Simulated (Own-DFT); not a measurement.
# Computed records: Hf₃₆O₇₁ (tetragonal hafnia with one neutral oxygen vacancy, atoms displaced)

A calculation, not a measurement: plane-wave PBE and HSE06 DFT by an unreviewed code, no spin, of a simulated cell at Gamma alone, so results move with cell size and shape, stress positive in tension, energies less offsets, not probed for a lower state with spin; hafnium file: forces about 75 meV/angstrom off all-electron values; oxygen file: force components 24 meV/angstrom off all-electron in a glass; k mesh not checked against a denser one; forces and stress are PBE's, HSE06 gives the energy alone, and its difference from PBE has offsets of its own; offsets are fitted by least squares, one for each functional and potential file, so energies compare only between cells with the same atoms and settings and are not formation energies; the far tail of each file's local potential was reset to the Coulomb form; each entry is a single point on an unrelaxed cell, so the pressure reflects the starting lattice, taken from the Materials Project, from which strain is counted, and rises with the displacements; printed positions are rounded, which can move forces by about a meV/angstrom; the program is a retired in-house code; no spin-orbit coupling. Program: Own-DFT development build.

Common to all runs: first functional PBE; second functional HSE06; exact exchange share 0.25; screening 0.11 1/bohr; exchange divergence Gygi-Baldereschi; potential files PseudoDojo norm-conserving, scalar-relativistic, made for PBE, standard set; wave cutoff 48 hartree; occupations fixed; k mesh 1 x 1 x 1 centred on Gamma.

(1) Hf₃₆O₇₁ (tetragonal hafnia with one neutral oxygen vacancy, atoms displaced)

```cif
# cell vector a (Å): 10.7800 0.0000 0.0000
# cell vector b (Å): 0.0000 10.7800 0.0000
# cell vector c (Å): 0.0000 0.0000 10.4493
data_Hf36O71
_symmetry_space_group_name_H-M 'P 1'
_symmetry_Int_Tables_number 1
_cell_length_a 10.7800
_cell_length_b 10.7800
_cell_length_c 10.4493
_cell_angle_alpha 90.000
_cell_angle_beta 90.000
_cell_angle_gamma 90.000
_cell_volume 1214.30
loop_
_atom_site_label
_atom_site_type_symbol
_atom_site_fract_x
_atom_site_fract_y
_atom_site_fract_z
_atom_site_occupancy
Hf1 Hf 0.99635 0.00071 0.00289 1
Hf2 Hf 0.16602 0.16892 0.24918 1
O1 O 0.00631 0.16727 0.15160 1
O2 O 0.16058 0.00019 0.36340 1
O3 O 0.99948 0.16261 0.40281 1
O4 O 0.16532 0.00260 0.09421 1
Hf3 Hf 0.00199 0.99546 0.50373 1
Hf4 Hf 0.16869 0.16786 0.75057 1
O5 O 0.99992 0.16442 0.64903 1
O6 O 0.16346 0.00090 0.85477 1
O7 O 0.16558 0.00312 0.59332 1
Hf5 Hf 0.99719 0.34512 0.00976 1
Hf6 Hf 0.17264 0.49874 0.25000 1
O8 O 0.01046 0.50417 0.15684 1
O9 O 0.17001 0.33337 0.34758 1
O10 O 0.99822 0.49146 0.40454 1
O11 O 0.16599 0.33750 0.10407 1
Hf7 Hf 0.00291 0.32928 0.49069 1
Hf8 Hf 0.16894 0.50174 0.74466 1
O12 O 0.00547 0.49871 0.65219 1
O13 O 0.16537 0.33176 0.84552 1
O14 O 0.99954 0.50176 0.90461 1
O15 O 0.15648 0.33873 0.59869 1
Hf9 Hf 0.00673 0.66343 0.00155 1
Hf10 Hf 0.17093 0.83419 0.25871 1
O16 O 0.00024 0.82935 0.15070 1
O17 O 0.17030 0.66935 0.35239 1
O18 O 0.98883 0.83803 0.40175 1
O19 O 0.15884 0.66349 0.10069 1
Hf11 Hf 0.98134 0.66388 0.50055 1
Hf12 Hf 0.16642 0.83511 0.74770 1
O20 O 0.00926 0.83160 0.65977 1
O21 O 0.15853 0.66595 0.84152 1
O22 O 0.99681 0.82323 0.89357 1
O23 O 0.17147 0.66827 0.59919 1
Hf13 Hf 0.33675 0.00134 0.00396 1
Hf14 Hf 0.49045 0.17078 0.24769 1
O24 O 0.33307 0.16459 0.15181 1
O25 O 0.49860 0.00532 0.34717 1
O26 O 0.33249 0.17282 0.40164 1
O27 O 0.50604 0.99046 0.09829 1
Hf15 Hf 0.33687 0.00474 0.49757 1
Hf16 Hf 0.50916 0.16680 0.75230 1
O28 O 0.32973 0.17334 0.65054 1
O29 O 0.49708 0.00548 0.84498 1
O30 O 0.33785 0.16754 0.90773 1
O31 O 0.51160 0.00840 0.59393 1
Hf17 Hf 0.32998 0.33626 0.99424 1
Hf18 Hf 0.49400 0.49526 0.24693 1
O32 O 0.32086 0.50069 0.16436 1
O33 O 0.50223 0.32461 0.34755 1
O34 O 0.33540 0.50532 0.39816 1
O35 O 0.50593 0.33396 0.08923 1
Hf19 Hf 0.33137 0.33429 0.49864 1
Hf20 Hf 0.49939 0.50260 0.75045 1
O36 O 0.33096 0.50355 0.64630 1
O37 O 0.50045 0.33096 0.84496 1
O38 O 0.33353 0.49857 0.90415 1
O39 O 0.49480 0.32609 0.59211 1
Hf21 Hf 0.33706 0.66479 0.99649 1
Hf22 Hf 0.50099 0.84362 0.24989 1
O40 O 0.34274 0.83826 0.15299 1
O41 O 0.49085 0.66450 0.34792 1
O42 O 0.33018 0.83766 0.40364 1
O43 O 0.49246 0.68071 0.10611 1
Hf23 Hf 0.32894 0.66569 0.50069 1
Hf24 Hf 0.49504 0.83153 0.74479 1
O44 O 0.33471 0.83007 0.65894 1
O45 O 0.50118 0.66268 0.84792 1
O46 O 0.32577 0.83085 0.90605 1
O47 O 0.50692 0.66877 0.59632 1
Hf25 Hf 0.66114 0.00533 0.00546 1
Hf26 Hf 0.84191 0.16702 0.24915 1
O48 O 0.66609 0.15452 0.15607 1
O49 O 0.83367 0.99922 0.34385 1
O50 O 0.66676 0.16782 0.39762 1
O51 O 0.83046 0.00506 0.10389 1
Hf27 Hf 0.66182 0.00264 0.49927 1
Hf28 Hf 0.83283 0.17030 0.74131 1
O52 O 0.66417 0.16315 0.65650 1
O53 O 0.83762 0.99117 0.84393 1
O54 O 0.67016 0.16584 0.89681 1
O55 O 0.83537 0.01058 0.59721 1
Hf29 Hf 0.65858 0.33166 0.00334 1
Hf30 Hf 0.83433 0.49609 0.25243 1
O56 O 0.66174 0.49852 0.14886 1
O57 O 0.82626 0.32734 0.34938 1
O58 O 0.67434 0.49095 0.39833 1
O59 O 0.83880 0.33503 0.09489 1
Hf31 Hf 0.66408 0.33683 0.49567 1
Hf32 Hf 0.83426 0.49589 0.76274 1
O60 O 0.66336 0.49204 0.64137 1
O61 O 0.83625 0.33496 0.84758 1
O62 O 0.66177 0.49493 0.89489 1
O63 O 0.83912 0.33215 0.59955 1
Hf33 Hf 0.66773 0.66801 0.99492 1
Hf34 Hf 0.82930 0.83818 0.26307 1
O64 O 0.66745 0.83569 0.14677 1
O65 O 0.83157 0.65996 0.34608 1
O66 O 0.66594 0.83632 0.39250 1
O67 O 0.83312 0.66271 0.09677 1
Hf35 Hf 0.66595 0.66774 0.49436 1
Hf36 Hf 0.83135 0.83473 0.74799 1
O68 O 0.66262 0.83126 0.65962 1
O69 O 0.83196 0.66643 0.84371 1
O70 O 0.66444 0.83480 0.90073 1
O71 O 0.83552 0.66147 0.59796 1
```

- PBE energy of cell above offsets: -95.689 eV
- HSE06 less PBE above offsets: 0.090 eV
- PBE pressure: 2.85 GPa
- PBE stress xx: -3.51 GPa
- PBE stress yy: -2.09 GPa
- PBE stress zz: -2.94 GPa
- PBE stress yz: -0.58 GPa
- PBE stress xz: 1.12 GPa
- PBE stress xy: -0.15 GPa

Force:
```
element  x (eV/Å)  y (eV/Å)  z (eV/Å)
     Hf     -0.16    -0.893    -1.161
     Hf    -0.161    -0.846     0.467
      O    -0.532     0.074    -0.073
      O     0.801     0.138    -2.095
      O    -0.084     0.181    -1.001
      O     0.655    -0.062     1.035
     Hf    -0.123     1.131      0.18
     Hf     -1.13     -0.59    -0.062
      O     0.812    -0.029     1.063
      O    -0.032     0.517    -0.943
      O     1.524     -0.39     1.213
     Hf     1.305    -1.586    -1.789
     Hf    -3.394     1.028      2.45
      O    -2.271    -0.772    -0.128
      O    -0.131    -0.427     0.225
      O    -0.589     1.793    -0.692
      O     0.847    -0.467    -0.658
     Hf    -0.885    -0.292     2.231
     Hf    -1.358      0.07    -0.265
      O    -1.324     0.941     0.436
      O     0.475     0.449     0.726
      O    -0.324    -0.544    -0.337
      O     2.059    -0.433    -0.492
     Hf    -1.677     1.992    -0.269
     Hf    -0.626    -0.052    -1.272
      O     0.031     0.608      1.07
      O    -0.127    -0.033    -0.321
      O      0.04    -1.783     0.454
      O     3.373     0.448     -0.06
     Hf     4.092    -0.609    -0.696
     Hf    -0.061    -0.254     1.842
      O    -2.675     0.215    -2.312
      O     0.963    -0.405     0.633
      O     0.243     1.264     1.393
      O    -1.217     0.019     -0.41
     Hf    -1.178    -0.764    -0.648
     Hf     2.478    -1.161     0.632
      O      -0.3      0.07    -0.336
      O    -0.462     0.313     0.404
      O     0.016    -1.254    -0.464
      O    -1.988     0.845     0.349
     Hf    -0.903     0.365      0.43
     Hf    -1.646     0.399    -0.499
      O     0.708    -0.612     0.167
      O     -0.29    -1.518     0.339
      O    -0.315      0.38    -0.076
      O    -3.348    -0.765     0.857
     Hf    -0.892    -1.527     0.084
     Hf     0.647     1.616     1.034
      O     5.091    -0.295    -3.409
      O    -0.488     2.238    -0.513
      O     0.064    -1.628     0.603
      O    -3.638    -0.005     1.923
     Hf    -0.724     0.465     1.039
     Hf     0.969    -1.093    -1.293
      O     1.201    -0.236     0.447
      O    -0.156     0.916     0.286
      O     0.206      0.35     -0.35
      O     0.498      0.45     0.063
     Hf    -0.937     1.546     1.106
     Hf     0.822    -2.141    -0.585
      O    -2.703     0.472      0.38
      O      1.32      0.07    -0.182
      O     0.376     0.233     0.382
      O     0.773    -1.807    -1.551
     Hf     0.307     0.233    -0.445
     Hf     1.469     0.253     1.813
      O     0.082     0.649    -1.376
      O    -0.605     0.725     0.247
      O     0.689     0.088    -0.046
      O    -0.938     0.017      0.19
     Hf     2.463    -1.031    -0.886
     Hf    -1.388    -1.132     0.073
      O    -0.631     1.311    -0.519
      O      -0.1     1.336      0.95
      O    -0.018    -0.727     1.152
      O     0.725    -0.043     -0.82
     Hf     2.681     1.283    -1.159
     Hf     1.067    -0.496     0.876
      O     0.899     0.445    -1.142
      O     0.266     1.799     0.466
      O     -0.42      0.47     0.773
      O    -1.073    -1.161     -0.39
     Hf     3.339     0.027    -1.964
     Hf    -0.038     0.002    -1.059
      O     0.098    -0.134     0.269
      O      0.78     0.628    -0.675
      O    -0.667     2.286    -0.647
      O    -2.023     0.052     1.284
     Hf     0.869    -1.428     1.294
     Hf     0.358     0.295    -2.307
      O     0.029     0.429     1.097
      O     0.264    -0.848     0.666
      O     0.184       0.4     0.535
      O    -0.897    -0.237    -0.451
     Hf      0.66     0.767     1.003
     Hf     0.831    -0.831    -3.325
      O     0.256    -0.298     0.788
      O     0.104     0.786     1.063
      O     0.013    -0.556     1.368
      O    -0.417    -0.663    -0.397
     Hf    -0.552    -1.027     0.185
     Hf     1.024     -0.23     1.301
      O     0.614     0.069    -1.791
      O    -1.035    -0.311     0.311
      O    -0.256    -0.146     0.327
      O    -2.548     0.626     0.365
```

(2) Hf₃₆O₇₁ (tetragonal hafnia with one neutral oxygen vacancy, atoms displaced)

```cif
# cell vector a (Å): 10.7800 0.0000 0.0000
# cell vector b (Å): 0.0000 10.7800 0.0000
# cell vector c (Å): 0.0000 0.0000 10.4493
data_Hf36O71
_symmetry_space_group_name_H-M 'P 1'
_symmetry_Int_Tables_number 1
_cell_length_a 10.7800
_cell_length_b 10.7800
_cell_length_c 10.4493
_cell_angle_alpha 90.000
_cell_angle_beta 90.000
_cell_angle_gamma 90.000
_cell_volume 1214.30
loop_
_atom_site_label
_atom_site_type_symbol
_atom_site_fract_x
_atom_site_fract_y
_atom_site_fract_z
_atom_site_occupancy
Hf1 Hf 0.00058 0.00576 0.99995 1
Hf2 Hf 0.17060 0.15977 0.24748 1
O1 O 0.16521 0.00527 0.35155 1
O2 O 0.99596 0.15321 0.40323 1
O3 O 0.15539 0.00006 0.09689 1
Hf3 Hf 0.00056 0.00339 0.49553 1
Hf4 Hf 0.16701 0.17042 0.73404 1
O4 O 0.99853 0.17580 0.65054 1
O5 O 0.16952 0.00204 0.84993 1
O6 O 0.99659 0.17339 0.92127 1
O7 O 0.17432 0.00220 0.61739 1
Hf5 Hf 0.00710 0.32877 0.98744 1
Hf6 Hf 0.17228 0.50162 0.24303 1
O8 O 0.01387 0.50541 0.15690 1
O9 O 0.16001 0.34489 0.34988 1
O10 O 0.00267 0.49540 0.40869 1
O11 O 0.15196 0.33430 0.10625 1
Hf7 Hf 0.00367 0.33554 0.49782 1
Hf8 Hf 0.16809 0.50096 0.74238 1
O12 O 0.00250 0.49540 0.65432 1
O13 O 0.16113 0.34435 0.84535 1
O14 O 0.00225 0.49526 0.90362 1
O15 O 0.16752 0.32458 0.60670 1
Hf9 Hf 0.01655 0.67897 0.99976 1
Hf10 Hf 0.16609 0.82022 0.23956 1
O16 O 0.00383 0.81378 0.14735 1
O17 O 0.16417 0.68416 0.33852 1
O18 O 0.99647 0.81797 0.40395 1
O19 O 0.15626 0.67108 0.09522 1
Hf11 Hf 0.98805 0.66790 0.50197 1
Hf12 Hf 0.16437 0.82814 0.75428 1
O20 O 0.99657 0.83404 0.64736 1
O21 O 0.15454 0.67087 0.84785 1
O22 O 0.00303 0.83627 0.89208 1
O23 O 0.16764 0.66210 0.59907 1
Hf13 Hf 0.34184 0.00974 0.99315 1
Hf14 Hf 0.51981 0.17028 0.24964 1
O24 O 0.34381 0.16865 0.15925 1
O25 O 0.49430 0.00438 0.34233 1
O26 O 0.31918 0.16865 0.40986 1
O27 O 0.50235 0.00564 0.08802 1
Hf15 Hf 0.31900 0.99659 0.48324 1
Hf16 Hf 0.50103 0.16900 0.76109 1
O28 O 0.33481 0.16767 0.65484 1
O29 O 0.49486 0.00063 0.84797 1
O30 O 0.33416 0.17672 0.90646 1
O31 O 0.50342 0.00624 0.60805 1
Hf17 Hf 0.34101 0.34151 0.00974 1
Hf18 Hf 0.50191 0.49878 0.25098 1
O32 O 0.33510 0.49447 0.16056 1
O33 O 0.50623 0.33007 0.35329 1
O34 O 0.33796 0.49719 0.39916 1
O35 O 0.49867 0.32868 0.09858 1
Hf19 Hf 0.32288 0.33833 0.48889 1
Hf20 Hf 0.50021 0.49469 0.75042 1
O36 O 0.32049 0.49328 0.64778 1
O37 O 0.49462 0.33143 0.83939 1
O38 O 0.33134 0.49974 0.89935 1
O39 O 0.51257 0.32477 0.58989 1
Hf21 Hf 0.32742 0.65621 0.99812 1
Hf22 Hf 0.49761 0.82328 0.25617 1
O40 O 0.33763 0.83488 0.16168 1
O41 O 0.50179 0.65913 0.34082 1
O42 O 0.32496 0.83240 0.38878 1
O43 O 0.50308 0.67497 0.10162 1
Hf23 Hf 0.33332 0.64988 0.50660 1
Hf24 Hf 0.50490 0.83229 0.74935 1
O44 O 0.32308 0.84115 0.66804 1
O45 O 0.50147 0.67103 0.84196 1
O46 O 0.33602 0.82596 0.89862 1
O47 O 0.48868 0.67140 0.60320 1
Hf25 Hf 0.67426 0.98782 0.00506 1
Hf26 Hf 0.83272 0.16807 0.26401 1
O48 O 0.67135 0.17072 0.16171 1
O49 O 0.83406 0.01077 0.33562 1
O50 O 0.66501 0.16293 0.40054 1
O51 O 0.84443 0.99703 0.10534 1
Hf27 Hf 0.67196 0.01297 0.50108 1
Hf28 Hf 0.82536 0.17079 0.73983 1
O52 O 0.67494 0.16461 0.65947 1
O53 O 0.83239 0.01327 0.85298 1
O54 O 0.66474 0.16324 0.90150 1
O55 O 0.82651 0.99782 0.60289 1
Hf29 Hf 0.65888 0.34406 0.99641 1
Hf30 Hf 0.83773 0.51419 0.25367 1
O56 O 0.66800 0.50683 0.15596 1
O57 O 0.82354 0.33866 0.34776 1
O58 O 0.67343 0.49367 0.39879 1
O59 O 0.82843 0.32040 0.09091 1
Hf31 Hf 0.65952 0.32863 0.49848 1
Hf32 Hf 0.82752 0.50555 0.75497 1
O60 O 0.66376 0.50617 0.66432 1
O61 O 0.83503 0.32798 0.85480 1
O62 O 0.66867 0.51018 0.90145 1
O63 O 0.83715 0.33242 0.60401 1
Hf33 Hf 0.66994 0.66968 0.01205 1
Hf34 Hf 0.82169 0.84571 0.23552 1
O64 O 0.66792 0.82909 0.15721 1
O65 O 0.83768 0.66659 0.34720 1
O66 O 0.66981 0.83176 0.42032 1
O67 O 0.82609 0.67086 0.10034 1
Hf35 Hf 0.66085 0.66463 0.50191 1
Hf36 Hf 0.83635 0.82841 0.75112 1
O68 O 0.66417 0.83294 0.65118 1
O69 O 0.82786 0.65874 0.84202 1
O70 O 0.66278 0.82876 0.89890 1
O71 O 0.83939 0.64942 0.59900 1
```

* PBE stress yy: ?

## Withheld values
1. Hf₃₆O₇₁ (tetragonal hafnia with one neutral oxygen vacancy, atoms displaced) (entry 2): PBE stress yy?
2. Give the table of force values for Hf₃₆O₇₁ (tetragonal hafnia with one neutral oxygen vacancy, atoms displaced) (entry 2).

Answers
1. -6.52 GPa
2. 
Force:
```
element  x (eV/Å)  y (eV/Å)  z (eV/Å)
     Hf     0.576     0.353    -1.434
     Hf    -0.491      1.06    -0.824
      O    -0.313    -1.885      0.27
      O     0.121     3.637    -0.716
      O     2.343     0.854     0.988
     Hf     0.587     -3.13     2.238
     Hf     0.813    -0.877     2.268
      O    -0.131    -1.244     -0.38
      O    -0.098     0.349     0.365
      O     0.701    -4.219    -2.187
      O    -1.968     0.356    -3.199
     Hf     -2.27     3.977     2.364
     Hf    -3.189    -0.219     1.978
      O    -2.612      0.79     0.094
      O     0.992     -1.63     0.499
      O    -0.424       1.8    -0.721
      O     3.545    -0.566     0.072
     Hf    -1.315    -0.425     1.451
     Hf    -3.946    -0.114     1.957
      O    -0.092    -0.186    -0.137
      O     0.641    -1.861     0.254
      O     -0.57      2.45     0.042
      O     0.058      0.85      -2.1
     Hf    -5.877    -2.257    -2.859
     Hf     0.345      4.97    -0.227
      O     -2.24     1.225    -0.053
      O     0.699    -6.567     2.242
      O    -0.218     4.245    -0.732
      O     6.888    -0.797     1.652
     Hf      2.54     -1.16     -0.26
     Hf     0.105      3.05    -0.634
      O    -0.204    -0.427     0.231
      O     1.048    -2.152     1.135
      O    -1.219     0.192     0.758
      O      0.04     0.174    -0.692
     Hf    -1.435    -1.318    -0.385
     Hf    -3.113    -1.445     0.417
      O    -1.275      0.01    -0.367
      O      0.38    -0.874     0.099
      O    -0.169     0.761    -0.697
      O     1.396    -0.417     0.755
     Hf     1.716    -0.154     2.741
     Hf    -0.409    -3.396    -2.496
      O      0.69     0.807     0.185
      O    -0.343     -0.28     0.665
      O     0.295     0.344     0.362
      O     0.336    -0.201     -1.87
     Hf    -3.403    -2.399    -1.077
     Hf     1.811    -1.077     0.357
      O      0.93     0.494    -2.325
      O    -0.527     0.875     -0.86
      O     0.078     1.031     -0.68
      O     1.112     1.031     0.476
     Hf     0.417    -3.056     2.182
     Hf     -0.22     2.105    -0.132
      O      4.06     -0.06    -1.385
      O     0.437     2.483     2.011
      O     0.561     0.069     0.407
      O    -3.843     0.995     2.049
     Hf     1.753     3.849    -0.845
     Hf    -1.611     2.289    -0.153
      O    -0.222    -0.275    -1.765
      O     0.281     0.339     2.098
      O     1.407    -0.856     2.058
      O    -1.498    -0.839     -0.33
     Hf    -1.953     3.069    -0.152
     Hf    -2.056     1.614     -0.27
      O     2.295    -0.721    -2.018
      O    -0.501    -2.612     0.656
      O     -0.54    -0.321     2.238
      O     1.112     -0.74    -1.067
     Hf    -0.555     2.666    -2.115
     Hf     1.911     4.765     -3.85
      O     0.884    -0.846    -1.471
      O    -0.654    -4.557     2.905
      O     0.096     1.384    -0.012
      O    -1.888    -0.721    -0.268
     Hf    -2.699     -3.09     2.285
     Hf     3.617     0.928     3.334
      O    -4.015     0.233    -2.736
      O     -0.05    -2.555    -0.036
      O    -1.104     0.704     1.171
      O     1.788     0.186    -0.969
     Hf     4.485    -2.066     0.022
     Hf      0.91    -2.842    -0.956
      O    -0.722    -0.469    -0.589
      O     1.188    -0.587     0.144
      O    -1.156     1.744      1.09
      O     0.127     0.774     0.219
     Hf     4.118     0.901    -0.796
     Hf     2.652    -3.628    -0.376
      O    -1.096     0.044    -1.654
      O    -1.165     1.152    -1.423
      O    -1.094    -1.459     0.684
      O    -1.235     0.221    -1.348
     Hf    -1.006    -0.826    -2.265
     Hf     5.273    -1.509     2.963
      O    -2.628     0.891    -1.344
      O    -0.862     1.391      0.67
      O    -0.145     0.448    -2.062
      O     1.923    -0.039     0.169
     Hf     1.065    -0.192     0.657
     Hf    -0.302     1.441     -0.04
      O     1.506    -1.285     0.553
      O     0.377     3.457     1.309
      O     0.781     0.797     1.107
      O    -3.142     0.809      0.44
```

Further results for Hf₃₆O₇₁ (tetragonal hafnia with one neutral oxygen vacancy, atoms displaced) (entry 2):

- PBE energy of cell above offsets: -87.192 eV
- HSE06 less PBE above offsets: 0.517 eV
- PBE pressure: 6.67 GPa
- PBE stress xx: -6.36 GPa
- PBE stress zz: -7.13 GPa
- PBE stress yz: 1.58 GPa
- PBE stress xz: -0.37 GPa
- PBE stress xy: -0.04 GPa
